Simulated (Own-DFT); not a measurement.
GaP (zincblende, atoms displaced) (calculated)

All values are calculated (Own-DFT development build). A calculation, not a measurement: plane-wave PBE density functional theory by an unreviewed code, no spin, of a simulated periodic cell, stress positive in tension, free energy of the whole cell less one offset for each atom, forces on such cells passed a denser k mesh, this cell's mesh not checked; offsets are fitted by least squares, one for each functional and potential file, so energies compare only between cells with the same atoms and settings and are not formation energies; the far tail of each file's local potential was reset to the Coulomb form; each entry is a single point on an unrelaxed cell, so the pressure reflects the starting lattice, mostly measured values (interpolated for alloys), from which strain is counted, and rises with the displacements; printed positions are rounded, which can move forces by about a meV/angstrom; the program, named Own-DFT, is a retired in-house code; no spin-orbit coupling.

Settings shared by all entries: functional PBE; potential files PseudoDojo norm-conserving, scalar-relativistic, standard set; wave cutoff 42 hartree; occupations Fermi-Dirac; smearing width 0.1 eV; hardware one NVIDIA H200; k mesh 2 x 3 x 3 centred on Gamma.

(1) 
```xyz
96
Lattice="16.3515 0.0000 0.0000 0.0000 10.9010 0.0000 0.0000 0.0000 10.9010" Properties=species:S:1:pos:R:3:force_x:R:1:force_y:R:1:force_z:R:1 formula=GaP free_energy_of_cell_above_offsets=-50.159 pressure=3.2 stress_xx=-3.15 stress_yy=-3.17 stress_zz=-3.27 stress_yz=-0.24 stress_xz=-0.25 stress_xy=0.21 wall_time=928.5
Ga    16.3514    10.8345    10.8954      0.474      0.733      0.305
Ga     0.0069     2.7089     2.7408     -0.578      0.607     -0.136
Ga     2.7209    10.8365     2.7213     -0.127      0.324     -0.193
Ga     2.6556     2.7010    10.8483      1.104      0.022      0.292
P      1.3945     1.4680     1.4112     -0.346      -1.63     -0.552
P      1.3350     4.1217     4.0163      0.113     -0.155      1.095
P      4.0001     1.3991     4.0899      0.281      -0.99     -0.061
P      4.1245     4.0278     1.3375     -0.573      1.066     -0.552
Ga    16.3166     0.0096     5.4544      0.169     -0.052     -0.098
Ga    16.2801     2.8239     8.1861      0.584     -0.377     -0.242
Ga     2.7230     0.0314     8.1126      0.406     -0.063      0.145
Ga     2.7192     2.6864     5.4602     -0.708      0.965      -0.09
P      1.3564     1.3397     6.7865      -0.81      0.521      0.271
P      1.4373     4.0779     9.5116     -1.435      0.801      0.188
P      4.0938     1.3152     9.5108      -0.23     -0.295      0.752
P      4.0159     4.0427     6.8859      1.113     -0.304     -0.837
Ga    16.2242     5.5027     0.0640      1.375     -1.119     -0.185
Ga     0.0191     8.1737     2.7002      -0.02     -0.966      0.542
Ga     2.7499     5.4911     2.7266      0.262     -1.254     -0.349
Ga     2.6663     8.1866     0.0372      0.506     -0.699     -0.117
P      1.3648     6.7160     1.3982     -0.412      1.081     -0.477
P      1.2700     9.5275     4.0785      0.802      0.154      0.155
P      3.9598     6.8030     4.1254      1.913      0.202     -0.135
P      4.1586     9.5191     1.3119     -0.935     -0.483      0.966
Ga     0.0330     5.4297     5.5759     -0.362     -0.226     -1.491
Ga    16.3284     8.2414     8.1535      0.318     -0.397      0.215
Ga     2.8029     5.4496     8.1904     -0.873      -0.14     -0.168
Ga     2.6947     8.1729     5.4147     -0.326      0.504      0.737
P      1.3627     6.7435     6.8204       0.44      1.182      0.795
P      1.4710     9.5735     9.5185     -1.042     -0.262     -0.089
P      4.0760     6.7286     9.5499     -0.024      1.798       0.05
P      4.1329     9.5856     6.8073     -0.587     -0.857     -0.138
Ga     5.4658    10.7982     0.0071      0.691      1.492     -0.267
Ga     5.3130     2.7210     2.7777      1.306      0.195       -0.3
Ga     8.1585    10.8803     2.7048      0.363      0.566      0.111
Ga     8.2541     2.6414    10.8753      -0.96      1.161      0.399
P      6.8610     1.4294     1.4090     -0.977     -0.713     -0.292
P      6.8265     4.0779     4.0570     -0.391      -0.02      0.318
P      9.5408     1.4454     4.0590     -0.199      -1.48      0.282
P      9.5696     4.0416     1.3578     -1.006      0.651     -0.356
Ga     5.3842     0.0953     5.4664     -0.043     -1.026     -1.213
Ga     5.4397     2.5721     8.1544     -0.016      1.397       0.38
Ga     8.2416    10.8634     8.1520     -1.058      0.388     -0.134
Ga     8.2258     2.7115     5.4404     -0.723      0.514      0.506
P      6.7135     1.3055     6.7670      2.094       0.41      0.369
P      6.8307     4.0598     9.5130     -0.303     -0.423      0.192
P      9.4855     1.3799     9.4846      1.245     -0.786      0.059
P      9.5174     4.1271     6.8491      0.864     -0.981     -0.271
Ga     5.4991     5.5553    10.8480      0.061     -1.689      0.508
Ga     5.4898     8.2212     2.7783     -0.595     -1.088     -0.372
Ga     8.1827     5.4941     2.7316      0.186     -0.667      0.056
Ga     8.1496     8.1437    10.8309      0.523     -0.164      1.117
P      6.8317     6.7630     1.3664     -0.184      1.009      0.041
P      6.8472     9.5349     4.0433     -0.745      0.894      0.951
P      9.4663     6.8598     4.1317      0.366      0.088     -0.333
P      9.5136     9.5226     1.4068      0.245      0.308     -1.205
Ga     5.4733     5.4357     5.4996     -0.531     -0.353     -0.287
Ga     5.4794     8.1881     8.2045     -0.199     -0.226     -0.011
Ga     8.1445     5.4093     8.1457      0.184     -0.032      0.511
Ga     8.0901     8.2308     5.4702      0.157     -0.662      0.082
P      6.8320     6.7752     6.8498     -0.505      0.732     -0.263
P      6.8885     9.5338     9.5576     -0.591      0.168     -0.519
P      9.5065     6.7568     9.5506      0.064      0.283     -0.406
P      9.4853     9.4840     6.8461      0.793       0.53     -0.633
Ga    10.9744     0.0587    10.8802     -0.927     -0.618       0.26
Ga    10.8033     2.6765     2.6257      0.991       0.47      0.944
Ga    13.6520     0.0884     2.6863     -0.331     -1.077      0.397
Ga    13.6287     2.7181     0.0408     -0.624     -0.244     -0.543
P     12.2486     1.3905     1.4017      0.273      -0.16     -0.673
P     12.2145     4.0231     4.0411      0.512      0.288      0.079
P     14.9935     1.3313     4.0661     -0.056      0.886      0.612
P     14.8863     4.0810     1.3087      1.273     -0.082          1
Ga    10.8956     0.0133     5.4374     -0.036      0.145      0.193
Ga    11.0153     2.6229     8.2396      -0.98      1.403     -0.224
Ga    13.6584     0.0989     8.2538     -0.688     -0.948     -0.541
Ga    13.6456     2.7381     5.5408     -0.387      0.025     -1.552
P     12.3119     1.4210     6.8430     -0.309     -1.283     -0.266
P     12.3066     4.0766     9.5532     -0.274      0.151       0.12
P     14.9789     1.3897     9.5503      0.708      0.106      0.671
P     14.8890     4.1578     6.8052      1.034     -0.331      0.334
Ga    10.8305     5.4076    10.8877      1.066      0.323      0.395
Ga    10.8658     8.1633     2.6812      0.011      0.359      1.077
Ga    13.7174     5.4806     2.7185     -1.125     -0.205      0.614
Ga    13.6655     8.2353    10.8241     -0.362     -0.538      1.735
P     12.2500     6.8412     1.4646       0.43     -0.431     -1.517
P     12.2745     9.5686     4.1087       0.05     -0.163     -0.461
P     14.9861     6.8197     4.1489      0.684     -0.066     -0.063
P     15.0374     9.5010     1.4264     -0.761      0.608     -0.918
Ga    10.8615     5.4515     5.3861     -0.095     -0.489      0.019
Ga    10.8648     8.1949     8.2123      0.101     -0.689     -0.061
Ga    13.6460     5.4769     8.1870     -0.832      0.541      0.302
Ga    13.6549     8.1896     5.4932     -0.963     -0.303     -0.295
P     12.1662     6.7856     6.7903      0.826      0.474      0.413
P     12.2686     9.4885     9.5760     -0.132       1.11     -0.803
P     14.9899     6.8199     9.6359     -0.041      0.499      -1.67
P     14.9287     9.5910     6.7899      0.377      0.071      0.802
```

Units: free_energy_of_cell_above_offsets in eV; pressure, stress_xx, stress_yy, stress_zz, stress_yz, stress_xz, stress_xy in GPa; wall_time in s; force_x, force_y, force_z in eV/Å.

(2) 
```xyz
96
Lattice="16.3515 0.0000 0.0000 0.0000 10.9010 0.0000 0.0000 0.0000 10.9010" Properties=species:S:1:pos:R:3:force_x:R:1:force_y:R:1:force_z:R:1 formula=GaP free_energy_of_cell_above_offsets=-49.906 pressure=3.24 stress_xx=-3.21 stress_yy=-3.18 stress_zz=-3.31 stress_yz=-0.19 stress_xz=0.31 stress_xy=-0.23 wall_time=925.7
Ga     0.0378    10.8780     0.0037      -1.15      0.443      1.004
Ga     0.0926     2.7461     2.7662       -0.6     -0.006      0.133
Ga     2.7003    10.8662     2.6381     -0.964      0.522      0.707
Ga     2.7942     2.8021     0.0258     -0.491     -1.298     -0.368
P      1.2831     1.4075     1.3670      1.304     -0.331     -0.448
P      1.4543     4.0465     4.0859      -0.49      0.641      0.223
P      4.0022     1.2734     4.0880      0.626      0.646       0.01
P      4.0871     4.1506     1.3534     -0.183      -0.66       0.92
Ga     0.0454    10.8569     5.4264     -0.567      0.576     -0.217
Ga     0.0435     2.7626     8.1962     -1.686     -1.554     -0.756
Ga     2.7529    10.8748     8.1798     -0.276      0.031       -0.2
Ga     2.7274     2.7540     5.4730      0.169     -0.811      0.063
P      1.3413     1.3888     6.8276      0.394     -0.556     -0.161
P      1.2782     3.9089     9.5456      1.486      2.874      1.195
P      4.1269     1.2894     9.5412     -0.158      1.172      0.216
P      4.0475     4.1314     6.7939      0.776     -0.421       0.26
Ga    16.3374     5.5655     0.0827      0.291     -0.732     -0.879
Ga     0.0098     8.0925     2.7225     -0.457      0.691      0.059
Ga     2.7205     5.4691     2.7664       0.62     -0.063       0.22
Ga     2.7906     8.1688     0.0453     -0.772      0.055     -0.356
P      1.3863     6.8011     1.4702      0.472      0.262     -1.236
P      1.3192     9.4709     4.0254      0.589      0.514      0.294
P      4.1607     6.8391     4.0434     -0.485     -0.147      0.629
P      4.0711     9.5706     1.4028      0.794     -0.627     -0.573
Ga    16.3286     5.4086     5.3912      0.649      0.534     -0.318
Ga    16.3002     8.1127     8.1367      0.005       0.84      0.282
Ga     2.7817     5.4255     8.2181     -1.712     -0.411      -0.29
Ga     2.6621     8.1911     5.4762      0.824      0.101     -0.673
P      1.3533     6.8259     6.7738     -0.053     -0.797      0.561
P      1.2909     9.6054     9.5998      1.223     -1.678     -1.155
P      4.0605     6.7602     9.5053      0.567      0.632      0.787
P      4.1754     9.5301     6.7577     -2.001      0.097      0.088
Ga     5.4550     0.0050     0.0628      0.237       0.01     -0.492
Ga     5.4541     2.6926     2.7028     -0.753     -0.351      0.115
Ga     8.0918     0.0174     2.7501       0.86     -0.003     -0.368
Ga     8.2436     2.7175     0.0147     -0.537      0.552     -0.091
P      6.8490     1.4221     1.3282     -0.344     -0.454      0.225
P      6.8251     3.9779     4.0421     -0.446      1.553     -0.067
P      9.5545     1.3992     4.0418     -0.833     -0.885      0.945
P      9.6090     4.0706     1.3262     -0.332      0.042      0.576
Ga     5.4554    10.8735     5.4828     -0.314      0.407     -1.087
Ga     5.4786     2.8303     8.2390     -0.736      -1.33     -0.925
Ga     8.1798    10.8706     8.0936     -0.393      0.797      0.717
Ga     8.1195     2.7544     5.4028      0.794     -0.818      0.827
P      6.7626     1.3031     6.7599      0.588      1.295      0.629
P      6.8367     4.0930     9.5155      0.428      0.015      0.929
P      9.4841     1.3401     9.6146      0.407     -0.097      -1.44
P      9.5246     4.0907     6.8476     -0.244     -0.305     -0.416
Ga     5.4245     5.3464     0.0137       0.23      0.774     -0.992
Ga     5.5047     8.1378     2.6311     -0.523       0.34      0.449
Ga     8.2511     5.4185     2.7398     -0.733     -0.066     -0.489
Ga     8.0665     8.1308     0.0885      0.869      0.998     -1.524
P      6.7444     6.7660     1.2769      0.483     -0.821      0.943
P      6.7355     9.5686     4.0388      0.411     -0.464       0.33
P      9.4755     6.8432     4.0854      0.577       0.08      0.279
P      9.5461     9.4827     1.4097     -0.685      0.777      -0.39
Ga     5.4825     5.4375     5.4808      0.091      0.126     -0.631
Ga     5.3410     8.1951     8.1009      1.018     -0.526      1.097
Ga     8.1218     5.4314     8.1503      0.622       0.66       0.08
Ga     8.1529     8.2562     5.4606     -0.411     -0.389     -0.288
P      6.8023     6.8360     6.8443     -0.055      0.061     -0.489
P      6.7650     9.6188     9.4582     -0.039     -1.058      0.833
P      9.5016     6.9183     9.4323     -0.275     -1.016      1.153
P      9.5044     9.5721     6.8066      0.873     -0.109     -0.491
Ga    10.8694     0.0534     0.0230      0.492     -0.838      0.136
Ga    10.8726     2.6921     2.8058      1.255      0.794     -0.942
Ga    13.6015     0.0010     2.6836      0.258      0.151     -0.047
Ga    13.6479     2.6283    10.8676      0.412      1.738      0.176
P     12.3145     1.4134     1.3053     -1.118      -0.42      1.102
P     12.2577     4.1892     4.1184     -0.116     -0.461     -0.961
P     14.9789     1.3951     3.9843     -0.042     -0.104      1.079
P     15.1407     4.1018     1.3987     -1.717     -0.055     -0.225
Ga    10.9248     0.0190     5.4393     -0.662      0.029     -0.106
Ga    10.9034     2.7099     8.1831     -0.337      0.138      0.554
Ga    13.6319    10.8998     8.1555     -0.511      0.039      0.125
Ga    13.5405     2.7710     5.4215      0.868     -0.471      0.195
P     12.1965     1.3456     6.8301      0.728      0.406     -0.027
P     12.2702     4.1538     9.5415      0.246     -1.454     -0.044
P     14.9100     1.2529     9.5992      1.225      0.649     -1.053
P     15.0833     4.0952     6.7578     -1.345     -0.375      0.835
Ga    10.8742     5.3922    10.8352     -0.128      1.651      0.097
Ga    10.9108     8.1837     2.7183      0.153      0.292      0.927
Ga    13.5511     5.5453     2.6045      1.259     -1.056       0.91
Ga    13.6401     8.0990    10.8793      0.064       1.29      0.597
P     12.2799     6.9053     1.3758     -1.169     -0.679     -0.981
P     12.3098     9.6146     4.1375     -0.265     -0.898      -0.46
P     15.0083     6.8269     4.0522     -0.597     -0.564       0.25
P     14.9937     9.4955     1.4234      0.112     -0.092     -0.762
Ga    10.8659     5.4296     5.4398     -0.117      0.824      0.511
Ga    10.8962     8.2600     8.1855      0.625     -0.084     -0.237
Ga    13.5959     5.4402     8.2086      0.449      0.118     -1.094
Ga    13.7106     8.1956     5.4705     -0.608     -0.279     -0.616
P     12.2976     6.8680     6.7927     -0.532     -0.329      0.128
P     12.3431     9.5373     9.5706     -0.973      0.315     -0.065
P     14.9066     6.8166     9.5461      1.178     -0.524     -0.298
P     14.9161     9.5812     6.7868      1.333     -0.083      0.329
```

Units: free_energy_of_cell_above_offsets in eV; pressure, stress_xx, stress_yy, stress_zz, stress_yz, stress_xz, stress_xy in GPa; wall_time in s; force_x, force_y, force_z in eV/Å.

(3) 
```xyz
96
Lattice="16.3515 0.0000 0.0000 0.0000 10.9010 0.0000 0.0000 0.0000 10.9010" Properties=species:S:1:pos:R:3:force_x:R:1:force_y:R:1:force_z:R:1 formula=GaP free_energy_of_cell_above_offsets=-49.210 pressure=3.45 stress_xx=-3.39 stress_yy=-3.53 stress_zz=-3.43 stress_yz=0.06 stress_xz=-0.14 stress_xy=-0.39 wall_time=996.6
Ga    16.2908     0.0677     0.0129      0.111     -0.665     -0.481
Ga     0.0284     2.7376     2.7190     -0.144     -0.003      0.318
Ga     2.7031     0.0253     2.6742      0.264     -0.571      0.105
Ga     2.6418     2.6469     0.0104      0.754      0.824     -0.351
P      1.3190     1.3341     1.3433     -0.027      0.154      0.342
P      1.3857     4.0748     4.1428     -0.206      0.498      -0.82
P      4.0533     1.4171     4.0581      0.191     -1.282      0.242
P      4.0285     4.1052     1.4358      0.639     -0.978     -1.573
Ga     0.0099    10.8897     5.4601      0.268      0.197     -0.218
Ga    16.3296     2.7002     8.2006      0.826      0.319      0.025
Ga     2.6556    10.8814     8.1854       0.65      0.188      0.277
Ga     2.7575     2.7342     5.3842     -0.567     -0.197      0.394
P      1.4197     1.3769     6.7817     -0.472      0.056       0.13
P      1.3368     4.1568     9.6011      0.394     -0.556     -0.784
P      4.1589     1.3623     9.5741      -0.93      0.151     -0.272
P      3.9867     4.0934     6.7476      1.392       0.25       0.99
Ga     0.0348     5.4902     0.0668     -0.878     -0.211     -0.368
Ga     0.0490     8.2514     2.7366     -1.456     -1.021     -0.456
Ga     2.8348     5.4358     2.7509     -1.436       0.77      0.569
Ga     2.8031     8.1504     0.0191     -2.207      0.653      0.249
P      1.2898     6.8507     1.3966      1.583     -0.105       0.26
P      1.2833     9.5396     4.0159      1.743      0.569      1.362
P      4.1969     6.8059     4.0802     -1.283      0.766       0.33
P      4.1184     9.4902     1.2756     -0.685      0.387      1.602
Ga     0.0233     5.4939     5.4408      0.262     -0.172      0.333
Ga    16.3147     8.2095     8.1750      0.283     -0.451     -0.225
Ga     2.7397     5.5249     8.1455      0.251     -0.952      1.063
Ga     2.6870     8.1600     5.5507      1.115      1.003     -1.731
P      1.4965     6.8309     6.8232     -2.507     -0.183      0.312
P      1.2746     9.5600     9.5228      0.679     -0.096      0.741
P      4.0277     6.8532     9.6418      1.261     -1.235     -1.635
P      4.0935     9.5179     6.8841     -0.149      0.161     -0.596
Ga     5.3911    10.8843     0.0737      1.179      0.166     -0.905
Ga     5.3702     2.6553     2.6756      0.565      1.071      0.422
Ga     8.1356     0.0960     2.6837       1.58     -1.589       0.91
Ga     8.2422     2.7292    10.9006     -0.749     -0.285      0.315
P      6.7886     1.3080     1.4723     -0.439      1.143     -2.156
P      6.8003     4.1262     4.0644     -1.132      -0.37     -0.153
P      9.5479     1.4075     4.1050     -0.308      -0.86      0.078
P      9.4823     4.0819     1.4092      0.621      0.367      -0.77
Ga     5.4540     0.0142     5.4795     -0.479     -0.553     -0.619
Ga     5.5071     2.7521     8.1944     -0.694      0.135     -0.334
Ga     8.1214    10.8820     8.1846      0.504     -0.213     -0.431
Ga     8.1168     2.7792     5.3330      0.038      -0.58          1
P      6.7535     1.3194     6.8301      0.809      0.919     -0.449
P      6.8553     4.0917     9.5591     -0.196      0.329      -0.12
P      9.5076     1.4046     9.4868     -0.018     -1.215       0.82
P      9.4957     4.0633     6.7654     -0.142      0.335      0.377
Ga     5.4405     5.4282    10.8945     -0.013      0.117      0.505
Ga     5.4229     8.2792     2.8073     -0.376     -1.095      -1.37
Ga     8.0900     5.4043     2.6821      0.381      1.066      0.225
Ga     8.2493     8.0917     0.0125     -0.976      1.081     -0.031
P      6.7901     6.8761     1.3721     -0.271     -0.414      0.005
P      6.7830     9.5215     3.9772      1.163      1.134       1.89
P      9.5674     6.8864     4.0351     -1.898     -1.367        0.6
P      9.6085     9.4852     1.3084     -0.659      0.514       0.71
Ga     5.4338     5.4948     5.4641      0.524     -0.643      0.274
Ga     5.4593     8.1193     8.1838     -0.133     -0.207     -0.135
Ga     8.1503     5.5377     8.1742      0.834     -1.102       0.32
Ga     8.1819     8.1656     5.4903      0.377       0.88     -1.246
P      6.9312     6.8140     6.7735     -1.764     -0.073      0.374
P      6.7613     9.5055     9.4661      0.609      0.075      1.372
P      9.5474     6.8103     9.5852      0.353     -0.499     -0.735
P      9.5756     9.5498     6.7303     -0.484     -0.381      1.614
Ga    10.9613    10.8470    10.8985     -0.908      0.352      -0.46
Ga    10.7970     2.6694     2.6668      1.385      0.254      0.223
Ga    13.6580     0.0635     2.6828     -0.596     -1.437     -0.061
Ga    13.6158     2.6706    10.8551     -0.028      0.819      0.387
P     12.2889     1.2863     1.2820     -0.401      0.983      0.639
P     12.2384     4.0867     4.1283       0.01     -0.454     -0.533
P     15.0212     1.2584     4.0197        0.2      1.483      0.892
P     14.9943     4.0660     1.3786     -0.304       0.12     -0.182
Ga    10.9132    10.8667     5.4627     -0.038      1.095      0.078
Ga    10.8238     2.6245     8.1137      0.848      1.233      0.039
Ga    13.6189     0.0201     8.0961      0.762     -1.077      0.948
Ga    13.7243     2.7704     5.5109     -0.585     -0.589     -0.752
P     12.3250     1.3286     6.8735     -0.827      0.904     -1.395
P     12.2523     4.1230     9.5838     -0.004     -0.891     -1.115
P     14.9711     1.3760     9.5268     -0.104     -0.435     -0.395
P     15.0642     4.0837     6.8400     -0.208       0.67        0.2
Ga    10.9330     5.4485    10.8755     -0.854     -0.534      0.328
Ga    10.8707     8.0697     2.7507      1.378      1.544     -0.881
Ga    13.5734     5.4723     2.7094      0.376     -0.849      0.457
Ga    13.6947     8.1337     0.0975     -1.335     -0.272     -1.383
P     12.2474     6.7233     1.3227      0.132      1.138      0.516
P     12.2070     9.5962     4.1395      1.217     -1.028     -1.237
P     14.9701     6.7862     4.0984      0.306      0.543     -0.546
P     14.9951     9.4835     1.2671      0.347       1.09      1.515
Ga    10.7744     5.4588     5.3667      0.923      -0.05      0.589
Ga    10.9824     8.1411     8.2972     -0.575      -0.13     -1.538
Ga    13.6370     5.4992     8.2082     -0.498     -0.541     -0.719
Ga    13.6673     8.1460     5.4875     -0.282      0.679     -1.056
P     12.3093     6.8565     6.7253      -1.09     -1.022       1.16
P     12.2210     9.5703     9.5060      1.642     -0.268      0.459
P     14.9567     6.8193     9.5152      0.744      0.113      0.565
P     15.0186     9.5121     6.7366     -0.159      0.404       0.77
```

Units: free_energy_of_cell_above_offsets in eV; pressure, stress_xx, stress_yy, stress_zz, stress_yz, stress_xz, stress_xy in GPa; wall_time in s; force_x, force_y, force_z in eV/Å.
